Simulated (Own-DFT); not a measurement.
# PBE and PBEsol under strain: L1_0 TiAl, 32 atoms (Al16Ti16)

Calculated, not measured: single-point runs of Own-DFT, a retired in-house plane-wave DFT program that no person has reviewed, on unrelaxed cells, without spin or spin-orbit coupling.

Caveats: forces on such cells failed a check on a denser k mesh; stress not checked against mesh or cutoff.

Each geometry was run with PBE and with PBEsol, otherwise alike: PseudoDojo norm-conserving scalar-relativistic files made for PBE; cutoff 42 hartree; 4 x 4 x 4 k mesh centred on Gamma; cold (Marzari-Vanderbilt) smearing of 0.2 eV. Unstrained cell vectors in Å: (5.622, 5.622, 0.000); (-5.622, 5.621, 0.000); (0.000, 0.000, 8.133). Each has a uniform strain, of which the change of volume is shown, and random moves of rms u per axis.

```
run,volume change (%),u (Å),P with PBE (GPa),P with PBEsol (GPa)
1,-1.54,0.0436,3.80,0.89
2,0.13,0.0519,1.92,-0.92
3,-1.18,0.0464,3.26,0.35
4,-4.41,0.0474,7.85,4.80
5,1.83,0.0458,-0.40,-3.16
6,3.13,0.0544,-1.62,-4.34
7,0.10,0.0487,1.57,-1.27
8,-1.33,0.0452,3.37,0.46
9,1.35,0.0431,0.06,-2.73
10,-0.23,0.0587,2.38,-0.48
11,0.75,0.0519,1.03,-1.78
12,-1.56,0.0469,3.87,?
```

Question: by how much does PBEsol shrink this cell, and what belongs in the blank?

## Working it out

Write v for the change of volume as a fraction. Fitted to v and u², the PBE pressure has a slope of -128 ± 3 GPa in v, with the ions held to the strained lattice. The difference PBEsol less PBE is -2.85 + 4.5 v GPa (slope ± 0.1) and averages -2.85 GPa. Divided by the mean slope of the two, 126 GPa, that makes PBEsol's volume at a given pressure, near 1 GPa, about 2.3 % smaller, or 0.76 % in lengths. At one volume PBEsol's slope is the smaller by 4 GPa, but its pressure there is lower too. If stiffness rises by about 4 GPa for each GPa, PBEsol at equal pressure is stiffer by about 7 GPa. Files made for PBEsol would give a different shift.

For run 12 the line gives 0.96 GPa. Computed: 0.96 GPa.
